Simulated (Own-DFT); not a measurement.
# How strain changes the stress of wurtzite AlN, 128 atoms (Al64N64)

All numbers below are calculated, not measured. They come from Own-DFT, an in-house plane-wave density functional program, since retired, whose code no person has reviewed. Each row is one single-point run on a periodic cell that was not relaxed, without spin or spin-orbit coupling.

Settings of every run: PBE; PseudoDojo norm-conserving scalar-relativistic files; cutoff 42 hartree; 3 x 3 x 3 k mesh centred on Gamma; Gaussian smearing of 0.01 eV.

Known limits: k mesh not checked against a denser one; stress not checked against mesh or cutoff.

Unstrained cell vectors in Å: (12.448, 0.000, 0.000); (-6.224, 10.780, 0.000); (0.000, 0.000, 9.964). The unstrained cell has measured lattice constants (interpolated for alloys), not those of this functional. That, the random moves and any unrelaxed bonds set the pressure at no strain. Each run strains this cell uniformly, with the atoms carried along. Every atom was also moved at random, by a Gaussian of width 0.05 Å on each axis. Strain is the symmetric tensor, in per cent. Stress is positive in tension, and the pressure is minus a third of its trace.

```
run,e_xx (%),e_yy (%),e_zz (%),e_yz (%),e_xz (%),e_xy (%),s_xx (GPa),s_yy (GPa),s_zz (GPa),s_yz (GPa),s_xz (GPa),s_xy (GPa),P (GPa),E (meV/atom)
1,-1.17,0.22,1.82,1.87,-1.21,-0.20,-9.26,-5.70,0.88,5.06,-1.67,-1.05,4.69,25.4
2,0.49,-1.23,-1.93,1.50,1.49,-1.93,-6.94,-14.02,-16.29,3.68,3.62,-8.27,12.42,48.1
3,1.06,0.15,1.56,-1.49,-0.66,0.98,-1.49,-2.98,2.90,-4.28,-1.99,2.55,0.52,8.4
4,0.37,0.45,-0.32,1.00,1.78,1.47,-2.49,-2.67,-8.88,2.58,4.80,4.55,4.68,7.9
5,-1.71,0.57,-1.64,-1.89,0.18,1.44,-15.80,-7.89,-13.40,-5.60,-0.35,5.09,12.36,40.3
6,0.91,0.06,-1.65,-0.34,1.22,-1.69,-2.78,-5.50,-14.38,-0.85,4.24,-6.84,7.56,17.3
7,1.22,-0.51,-0.10,1.58,1.08,-1.10,-1.43,-6.42,-4.77,3.00,3.26,-3.96,4.21,0.0
8,-1.91,-1.18,1.56,1.96,0.64,0.65,-18.28,-11.80,-0.15,5.10,1.83,2.99,10.08,28.9
9,-1.56,-1.84,0.76,-1.56,0.64,-1.67,-15.25,-18.66,-3.38,-4.42,2.22,-6.08,12.43,37.4
10,0.21,-0.07,-1.79,0.96,0.16,0.90,-5.12,-7.46,-15.63,2.20,0.37,3.72,9.40,17.7
11,-1.79,1.60,-1.68,1.82,0.45,0.55,-14.41,-2.02,-14.10,4.34,0.98,1.82,10.18,37.8
12,0.75,-1.39,1.10,-1.92,0.50,1.30,-3.62,-10.82,-0.74,-4.93,1.08,5.73,5.06,8.4
13,1.01,1.62,-0.38,-0.19,-1.11,1.02,-0.46,2.32,-5.28,0.51,-3.06,3.69,1.14,5.1
14,1.26,1.07,-1.92,-0.10,-1.68,-1.46,-0.31,-2.01,-13.18,-0.16,-5.31,-4.59,5.17,23.2
15,0.57,-1.60,0.69,2.00,0.90,-0.79,-4.49,-10.93,-4.66,4.32,2.39,-2.66,6.69,17.9
16,-1.29,0.09,-0.05,0.07,-1.27,-1.31,?,?,?,?,?,?,?,?
```

E is the free energy for each atom above the lowest run shown.

## Worked fit

Each stress component was fitted by least squares to a constant and the strains of the runs shown, as fractions, with shears doubled. Shear strains stay in the fit of a normal stress only where such slopes are resolved. The slopes, in GPa:

```
stress  at no strain  per e_xx  per e_yy  per e_zz  scatter
  s_xx          -6.4  494 ± 26  113 ± 31   51 ± 25     1.18
  s_yy          -6.2  149 ± 24  483 ± 29   97 ± 23     1.11
  s_zz          -6.0   55 ± 26   72 ± 31  486 ± 25     1.18
```

Each shear stress against twice its own strain: yz 129 ± 6, xz 145 ± 11, xy 195 ± 9 GPa. These are stiffnesses along x, y and z of the frame in which the cell vectors are given, which need not be the crystal's axes. The atoms are held to the strained lattice; where symmetry lets them move under strain, relaxing them would lower some slopes. The table should be nearly symmetric about its diagonal, and what it lacks of that shows the noise. A ninth of its sum, 222 ± 6 GPa, estimates the bulk modulus near the mean pressure of these runs, 7.1 GPa, so it lies above the value at zero pressure.

## Withheld run

Question: what normal stresses and pressure should run 16 give?

The fit gives s_xx = -12.7, s_yy = -7.7, s_zz = -6.9 and P = 9.1 GPa. The calculation gave -12.30, -7.77, -5.91 and P = 8.66 GPa.
